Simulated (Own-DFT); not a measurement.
# One host, several defects: wurtzite GaN

The numbers are computed, not measured, by runs of the plane-wave DFT program Own-DFT (in-house, retired, unreviewed) at fixed positions, with no spin and no spin-orbit coupling.

Method: PBE; PseudoDojo norm-conserving scalar-relativistic files; cutoff 42 hartree; 4 x 4 x 3 k mesh centred on Gamma; Fermi-Dirac smearing of 0.1 eV.

Keep in mind (not all hold for every row): not probed for a lower state with spin; forces not confirmed at this smearing and k mesh; stress not checked against mesh or cutoff.

All runs share one cell, with vectors in Å (9.567, 0.000, 0.000); (-4.784, 8.285, 0.000); (0.000, 0.000, 10.370) and a volume of 822.0 Å³. u is the rms random offset of the atoms per axis. The defect's site can differ from row to row.

| cell | formula | u (Å) | P (GPa) |
|---|---|---|---|
| no defect | Ga36N36 | 0.0188 | 5.87 |
| no defect | Ga36N36 | 0.0475 | 7.24 |
| no defect | Ga36N36 | 0.0507 | 7.74 |
| one Ga on an N site | Ga37N35 | 0.0280 | 11.90 |
| one Ga on an N site | Ga37N35 | 0.0481 | 13.51 |
| one Ga on an N site | Ga37N35 | 0.0483 | 13.20 |
| one N on a Ga site | Ga35N37 | 0.0303 | ? |
| one N on a Ga site | Ga35N37 | 0.0307 | 5.57 |
| one N on a Ga site | Ga35N37 | 0.0487 | 6.66 |
| one N on a Ga site | Ga35N37 | 0.0521 | 7.09 |

## Working it out

P = P0 + c u² + a shift for each defect gives P0 = 5.49 GPa, c = 843 ± 62 GPa/Å² and a scatter of 0.15 GPa. The shifts, and each times the cell's volume:

- one Ga on an N site: 5.85 ± 0.13 GPa, 30.0 eV
- one N on a Ga site: -0.75 ± 0.13 GPa, -3.8 eV

A positive shift means that the defect pushes the cell outwards. Shift times volume (160.2 GPa Å³ is 1 eV) depends little on the cell's size, so, taken for each site, it can be compared between cells at like pressure. The atoms around the defects weren't relaxed, which would change these numbers.

## Test on the hidden row

Asked: what pressure belongs in the blank (one N on a Ga site, u = 0.0303 Å)?

The fitted form gives 5.52 ± 0.19 GPa. The run itself gave 5.43 GPa.
